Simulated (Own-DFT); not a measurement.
# Response to strain: grey tin, 32 atoms (Sn32)

Calculated results; nothing here was measured. The program, named Own-DFT, is a retired in-house plane-wave density functional code that no person has reviewed. Each row is one single-point run on a periodic cell that was not relaxed, without spin or spin-orbit coupling.

Settings of every run: PBE; PseudoDojo norm-conserving scalar-relativistic files; cutoff 42 hartree; 3 x 3 x 5 k mesh centred on Gamma; cold (Marzari-Vanderbilt) smearing of 0.2 eV.

Known limits: forces on such cells failed a check on a denser k mesh; stress not checked against mesh or cutoff.

Unstrained cell vectors in Å: (12.978, 0.000, 0.000); (0.000, 12.978, 0.000); (0.000, 0.000, 6.489). The unstrained cell has measured lattice constants (interpolated for alloys), not those of this functional. That, the random moves and any unrelaxed bonds set the pressure at no strain. Each run strains this cell uniformly, with the atoms carried along. Every atom was also moved at random, by a Gaussian of width 0.05 Å on each axis. Strain is the symmetric tensor, in per cent. Stress is positive in tension, and the pressure is minus a third of its trace.

```
run  e_xx (%)  e_yy (%)  e_zz (%)  s_xx (GPa)  s_yy (GPa)  s_zz (GPa)  P (GPa)  E (meV/atom)
  1      1.75      1.75      0.00       -1.70       -1.64       -2.18     1.84          11.0
  2     -2.50     -2.50      0.00       -6.81       -6.75       -5.99     6.52          89.5
  3      2.50      2.50      0.00       -1.08       -1.09       -1.75     1.31          15.4
  4     -2.00     -2.00      0.00       -6.22       -6.26       -5.51     6.00          86.9
  5      1.25      1.25      0.00       -2.22       -2.16       -2.55     2.31          16.1
  6      2.25      2.25      0.00       -1.36       -1.30       -1.88     1.51          17.3
  7      3.00      3.00      0.00       -0.49       -0.53       -1.32     0.78           0.0
  8     -1.50     -1.50      0.00       -5.37       -5.42       -4.92     5.23          62.5
  9     -0.50     -0.50      0.00           ?           ?           ?        ?             ?
```

E is the free energy for each atom above the lowest run shown.

## Worked fit

The change of volume is close to e_xx + e_yy + e_zz. A straight line through the runs shown gives P = 3.83 - 52 x (fractional change of volume) GPa, with an error of 1 on the slope and a scatter of 0.15 GPa. The strain isn't the same on all axes, but the crystal is cubic, so the slope still estimates the bulk modulus, averaged over pressures from 0.8 to 6.5 GPa.

## Withheld run

Question: what pressure should run 9 give? Its volume changes by -1.00 %.

The line gives 4.4 GPa. The calculation gave 4.13 GPa.
